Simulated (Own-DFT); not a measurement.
# How strain changes the stress of 4H SiC, 32 atoms (C16Si16)

These are calculations, not measurements. The program, named Own-DFT, is a retired in-house plane-wave density functional code that no person has reviewed. Each row is one single-point run on a periodic cell that was not relaxed, without spin or spin-orbit coupling.

Settings of every run: PBE; PseudoDojo norm-conserving scalar-relativistic files; cutoff 42 hartree; 5 x 5 x 3 k mesh centred on Gamma; Fermi-Dirac smearing of 0.1 eV.

Known limits: forces on such cells passed a denser k mesh, each cell not checked; stress not checked against mesh or cutoff.

Unstrained cell vectors in Å: (6.165, 0.000, 0.000); (-3.083, 5.339, 0.000); (0.000, 0.000, 10.068). The unstrained cell has measured lattice constants (interpolated for alloys), not those of this functional. That, the random moves and any unrelaxed bonds set the pressure at no strain. Each run strains this cell uniformly, with the atoms carried along. Every atom was also moved at random, by a Gaussian of width 0.05 Å on each axis. Strain is the symmetric tensor, in per cent. Stress is positive in tension, and the pressure is minus a third of its trace.

| run | e_xx (%) | e_yy (%) | e_zz (%) | e_yz (%) | e_xz (%) | e_xy (%) | s_xx (GPa) | s_yy (GPa) | s_zz (GPa) | s_yz (GPa) | s_xz (GPa) | s_xy (GPa) | P (GPa) | E (meV/atom) |
|---|---|---|---|---|---|---|---|---|---|---|---|---|---|---|
| 1 | -1.56 | -0.29 | -1.60 | -0.57 | 0.23 | -0.60 | -12.79 | -6.87 | -20.77 | -1.91 | 1.01 | -2.12 | 13.48 | 33.8 |
| 2 | 0.57 | -0.89 | 1.36 | -0.89 | 0.68 | -1.00 | -3.21 | -8.23 | 1.44 | -4.37 | 1.80 | -6.42 | 3.33 | 16.6 |
| 3 | 0.45 | -1.18 | -0.22 | 1.27 | 1.60 | 1.72 | -5.27 | -13.89 | -6.70 | 5.56 | 7.15 | 6.77 | 8.62 | 57.4 |
| 4 | 0.05 | -1.59 | 0.79 | 0.68 | 1.39 | -1.96 | -6.74 | -15.78 | -0.33 | 3.06 | 4.09 | -9.45 | 7.62 | 56.1 |
| 5 | -0.11 | 0.31 | 1.35 | 1.43 | -1.57 | 0.08 | -1.90 | -2.87 | -1.33 | 4.07 | -5.86 | 0.18 | 2.03 | 30.2 |
| 6 | -1.97 | 0.35 | 0.42 | 1.88 | 1.45 | 1.49 | -14.27 | -3.02 | -6.49 | 5.08 | 6.20 | 6.52 | 7.93 | 36.3 |
| 7 | 1.56 | -1.13 | -1.24 | 1.61 | -0.82 | 0.61 | 3.40 | -13.82 | -11.25 | 7.26 | -1.67 | 2.06 | 7.22 | 39.2 |
| 8 | -0.84 | -1.27 | -0.45 | 0.38 | -1.74 | -0.09 | -8.42 | -17.58 | -9.09 | 2.33 | -6.03 | 0.50 | 11.70 | 41.9 |
| 9 | 0.42 | -0.57 | -1.30 | 0.95 | 0.29 | -0.04 | -4.50 | -4.63 | -16.05 | 2.98 | -0.36 | -1.09 | 8.39 | 16.9 |
| 10 | -1.51 | 0.40 | 1.88 | -0.34 | 0.78 | -0.69 | -11.21 | -4.31 | 5.87 | -1.02 | 2.75 | -3.62 | 3.22 | 0.0 |
| 11 | 1.49 | 1.21 | 1.70 | -1.13 | -0.42 | -1.54 | 5.85 | 5.28 | 0.85 | -2.51 | -1.28 | -5.13 | -3.99 | 23.4 |
| 12 | -0.30 | 0.92 | -1.42 | 1.79 | -1.61 | -0.35 | -6.84 | -0.58 | -13.96 | 5.16 | -5.02 | -1.22 | 7.12 | 33.2 |
| 13 | -1.21 | 1.17 | -0.74 | -1.58 | -1.40 | 0.98 | -11.97 | -1.60 | -10.56 | -6.26 | -5.28 | 4.99 | 8.04 | 64.0 |
| 14 | 1.11 | -1.35 | 1.34 | -0.66 | 1.97 | -1.74 | -0.14 | -9.99 | 1.83 | -3.42 | 6.44 | -7.72 | 2.77 | 24.1 |
| 15 | 1.94 | -1.73 | 1.43 | -1.51 | -0.23 | 0.52 | 3.49 | -12.64 | 2.95 | -3.55 | -1.44 | 2.88 | 2.06 | 23.0 |
| 16 | -0.88 | 0.82 | -0.03 | 1.86 | 1.06 | -0.32 | ? | ? | ? | ? | ? | ? | ? | ? |

E is the free energy for each atom above the lowest run shown.

## Worked fit

Each stress component was fitted by least squares to a constant and the strains of the runs shown, as fractions, with shears doubled. Shear strains stay in the fit of a normal stress only where such slopes are resolved. The slopes, in GPa:

| stress | at no strain | per e_xx | per e_yy | per e_zz | scatter |
|---|---|---|---|---|---|
| s_xx | -4.7 | 513 ± 38 | 105 ± 44 | 47 ± 33 | 1.53 |
| s_yy | -5.1 | 115 ± 59 | 642 ± 68 | 50 ± 51 | 2.36 |
| s_zz | -7.1 | 35 ± 52 | -62 ± 61 | 590 ± 46 | 2.09 |

Each shear stress against twice its own strain: yz 167 ± 15, xz 182 ± 10, xy 221 ± 13 GPa. These are stiffnesses along x, y and z of the frame in which the cell vectors are given, which need not be the crystal's axes. The atoms are held to the strained lattice; where symmetry lets them move under strain, relaxing them would lower some slopes. The table should be nearly symmetric about its diagonal, and what it lacks of that shows the noise. A ninth of its sum, 226 ± 6 GPa, estimates the bulk modulus near the mean pressure of these runs, 6.0 GPa, so it lies above the value at zero pressure.

## Withheld run

Question: what normal stresses and pressure should run 16 give?

The fit gives s_xx = -8.4, s_yy = -0.8, s_zz = -8.1 and P = 5.8 GPa. The calculation gave -8.67, -3.61, -6.83 and P = 6.37 GPa.
